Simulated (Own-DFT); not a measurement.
# Computed records: SiSnGe₆ (diamond-structure random alloy, strained, atoms displaced)

All values are calculated (Own-DFT development build). A calculation, not a measurement: plane-wave density functional theory by an unreviewed code, no spin, of a simulated periodic cell, stress positive in tension, run twice, with PBE and with PBEsol, both on files made for PBE, so the change isn't that of files made for PBEsol, forces on such cells moved up to 12 meV/angstrom on a denser k mesh; the far tail of each file's local potential was reset to the Coulomb form; each entry is a single point on an unrelaxed cell, so the pressure reflects the starting lattice, mostly measured values (interpolated for alloys), from which strain is counted, and rises with the displacements; printed positions are rounded, which can move forces by about a meV/angstrom; the program, named Own-DFT, is a retired in-house code; no spin-orbit coupling; stress was not checked against mesh or cutoff.

## SiSnGe₆ (diamond-structure random alloy, strained, atoms displaced)

```xyz
64
Lattice="11.2950 0.0000 0.0000 0.0000 11.2950 0.0000 0.0000 0.0000 11.4670" Properties=species:S:1:pos:R:3 SiSnGe6
Si    11.2436     0.0367     0.0229
Ge     0.0624     2.8734     2.8372
Ge     2.7677    11.2237     2.9060
Ge     2.7953     2.7795    11.4286
Ge     1.3668     1.3732     1.4341
Sn     1.4412     4.2158     4.2253
Si     4.2921     1.4038     4.2851
Ge     4.2142     4.2357     1.5062
Ge     0.0221     0.0560     5.5841
Ge     0.0048     2.7980     8.5619
Ge     2.8690    11.2334     8.6093
Ge     2.8176     2.7452     5.7802
Ge     1.4258     1.3848     7.2244
Ge     1.4329     4.2204    10.0655
Si     4.2844     1.4114    10.0817
Ge     4.2616     4.3344     7.1314
Ge     0.0302     5.6638    11.3476
Ge     0.0334     8.4855     2.8634
Sn     2.7627     5.7842     2.8538
Ge     2.7838     8.4349    11.4051
Si     1.4708     6.9759     1.4162
Ge     1.4312     9.8204     4.2729
Ge     4.1392     7.0572     4.3733
Ge     4.2910     9.8789     1.4369
Sn    11.2719     5.6467     5.7665
Ge     0.0114     8.4726     8.6425
Ge     2.8119     5.6951     8.6270
Ge     2.8469     8.4661     5.7833
Ge     1.4552     7.1120     7.2578
Ge     1.4304     9.9185    10.0776
Ge     4.2526     7.0457    10.0668
Si     4.2837     9.9471     7.1515
Ge     5.5962     0.0364    11.4523
Ge     5.6022     2.7797     2.8502
Ge     8.4173    11.2626     2.8056
Si     8.4684     2.7981     0.0494
Ge     7.1216     1.4511     1.3859
Ge     7.0215     4.2567     4.3269
Ge     9.7921     1.3897     4.3257
Ge     9.9769     4.1876     1.3972
Sn     5.6662     0.0296     5.7793
Ge     5.6438     2.6911     8.6038
Si     8.5057    11.2345     8.5898
Sn     8.4856     2.8965     5.7128
Ge     7.0522     1.3364     7.2561
Si     7.1016     4.1564    10.1111
Ge     9.8406     1.4130    10.0217
Ge     9.9141     4.2865     7.2349
Ge     5.6571     5.6448     0.0023
Sn     5.6695     8.5562     2.8280
Ge     8.5249     5.6924     2.8158
Ge     8.5028     8.4597    11.3744
Sn     7.0286     7.0831     1.4875
Ge     7.0332     9.8500     4.2550
Ge     9.8664     7.0971     4.2360
Ge     9.9446     9.9146     1.3640
Ge     5.6027     5.7642     5.7031
Ge     5.6425     8.4733     8.6520
Ge     8.5462     5.6272     8.5353
Ge     8.3957     8.4790     5.6998
Ge     7.0350     7.0878     7.1043
Sn     7.1548     9.8852    10.0251
Ge     9.9274     7.0417     9.9997
Ge     9.9419     9.8610     7.0914
```

* functional: PBE, then PBEsol
* potential files: PseudoDojo norm-conserving, scalar-relativistic, standard set
* wave cutoff: 49 hartree
* occupations: Fermi-Dirac
* smearing width: 0.1 eV
* k mesh: 3 x 3 x 3 centred on Gamma
* PBE pressure: 7.44 GPa
* PBE stress xx: -7.69 GPa
* PBE stress yy: -7.78 GPa
* PBE stress zz: -6.83 GPa
* PBE stress yz: 0.61 GPa
* PBE stress xz: -0.51 GPa
* PBE stress xy: 0.7 GPa
* PBEsol pressure: 4.5 GPa
* PBEsol stress xx: -4.76 GPa
* PBEsol stress yy: -4.84 GPa
* PBEsol stress zz: -3.9 GPa
* PBEsol stress yz: 0.6 GPa
* PBEsol stress xz: -0.49 GPa
* PBEsol stress xy: 0.65 GPa
* rms change of force components from PBE to PBEsol: 0.041 eV/Å

Force:
```tsv
force element	PBE force x (eV/Å)	PBE force y (eV/Å)	PBE force z (eV/Å)	PBEsol force x (eV/Å)	PBEsol force y (eV/Å)	PBEsol force z (eV/Å)
Si	0.564	0.165	-0.689	0.55	0.163	-0.675
Ge	-1.969	-2.327	-0.881	-1.905	-2.245	-0.874
Ge	1.12	0.879	-0.48	1.056	0.817	-0.49
Ge	0.652	-0.099	0.647	0.589	-0.055	0.66
Ge	0.184	-0.151	-0.153	0.204	-0.106	-0.108
Sn	0.287	-1.723	2.05	0.263	-1.678	1.996
Si	-1.718	0.427	-0.534	-1.685	0.423	-0.523
Ge	0.472	-0.612	-1.503	0.47	-0.593	-1.459
Ge	0.287	-0.529	1.074	0.27	-0.52	1.04
Ge	-0.023	0.302	0.808	-0.024	0.299	0.779
Ge	0.405	0.557	0.34	0.324	0.545	0.337
Ge	1.33	-0.045	-0.023	1.258	-0.015	0.004
Ge	-0.089	-0.572	-0.497	-0.083	-0.538	-0.489
Ge	0.006	-0.215	-0.973	-0.001	-0.198	-0.938
Si	-0.969	-0.074	-0.612	-0.945	-0.075	-0.602
Ge	-0.218	-1.018	0.538	-0.222	-0.981	0.513
Ge	0.178	-0.145	1.389	0.15	-0.175	1.308
Ge	0.021	-0.554	-1.054	-0.006	-0.508	-0.981
Sn	2.397	-0.552	-0.468	2.402	-0.607	-0.379
Ge	0.352	0.068	1.132	0.375	0.091	1.055
Si	-2.794	2.785	-2.625	-2.746	2.741	-2.586
Ge	-0.05	-0.003	0.744	-0.052	0.007	0.706
Ge	1.205	1.386	0.533	1.167	1.344	0.534
Ge	-2.571	1.487	-1.745	-2.487	1.446	-1.688
Sn	0.061	1.67	0.286	0.052	1.62	0.282
Ge	0.146	0.611	-0.207	0.148	0.576	-0.203
Ge	0.453	-0.615	0.167	0.439	-0.583	0.159
Ge	-0.053	0.894	0.677	-0.079	0.823	0.615
Ge	0.077	0.392	-0.059	0.078	0.376	-0.05
Ge	-0.81	0.266	0.012	-0.746	0.213	-0.023
Ge	-0.097	-0.1	-0.32	-0.101	-0.092	-0.307
Si	-1.327	-2.036	1.309	-1.303	-2	1.289
Ge	0.24	0.43	0.66	0.27	0.375	0.685
Ge	0.606	0.216	0.232	0.616	0.253	0.186
Ge	0.593	-0.026	0.2	0.567	-0.021	0.196
Si	0.583	0.704	-0.693	0.616	0.645	-0.633
Ge	-0.963	-0.317	0.3	-0.972	-0.358	0.338
Ge	-1.051	1.31	-1.639	-1.012	1.273	-1.585
Ge	1.25	-0.508	-2.187	1.225	-0.498	-2.113
Ge	-0.772	0.516	-0.434	-0.71	0.523	-0.38
Sn	0.026	-0.208	-1.269	0.118	-0.196	-1.236
Ge	-0.051	1.631	0.653	-0.027	1.571	0.57
Si	1.401	1.244	-1.403	1.374	1.227	-1.382
Sn	-0.558	-0.469	1.667	-0.541	-0.458	1.614
Ge	1.737	0.722	1.094	1.636	0.731	1.035
Si	-0.159	0.255	-0.705	-0.198	0.29	-0.729
Ge	-0.025	-0.227	0.134	0.008	-0.195	0.101
Ge	0.038	-1.202	0.878	0.036	-1.156	0.851
Ge	-0.428	-1.58	-0.768	-0.456	-1.491	-0.713
Sn	-2.613	-0.328	2.585	-2.537	-0.302	2.513
Ge	0.72	-1.904	0.913	0.699	-1.831	0.897
Ge	1.945	-0.964	1.584	1.887	-0.929	1.535
Sn	2.148	-1.59	-2.654	2.097	-1.554	-2.588
Ge	1.999	1.344	1.193	1.949	1.3	1.161
Ge	-0.505	0.639	0.103	-0.496	0.616	0.096
Ge	-0.429	-0.471	0.301	-0.457	-0.492	0.332
Ge	0.509	-0.941	-0.002	0.486	-0.911	0.001
Ge	-0.922	-0.455	-1.468	-0.868	-0.472	-1.395
Ge	-1.624	0.251	1.286	-1.524	0.261	1.213
Ge	0.904	0.109	-0.205	0.869	0.101	-0.209
Ge	0.073	-0.125	0.932	0.071	-0.113	0.884
Sn	-1.368	0.858	-0.093	-1.375	0.772	-0.039
Ge	-0.516	0.167	-0.278	-0.489	0.165	-0.275
Ge	-0.295	0.403	0.198	-0.27	0.361	0.17
```
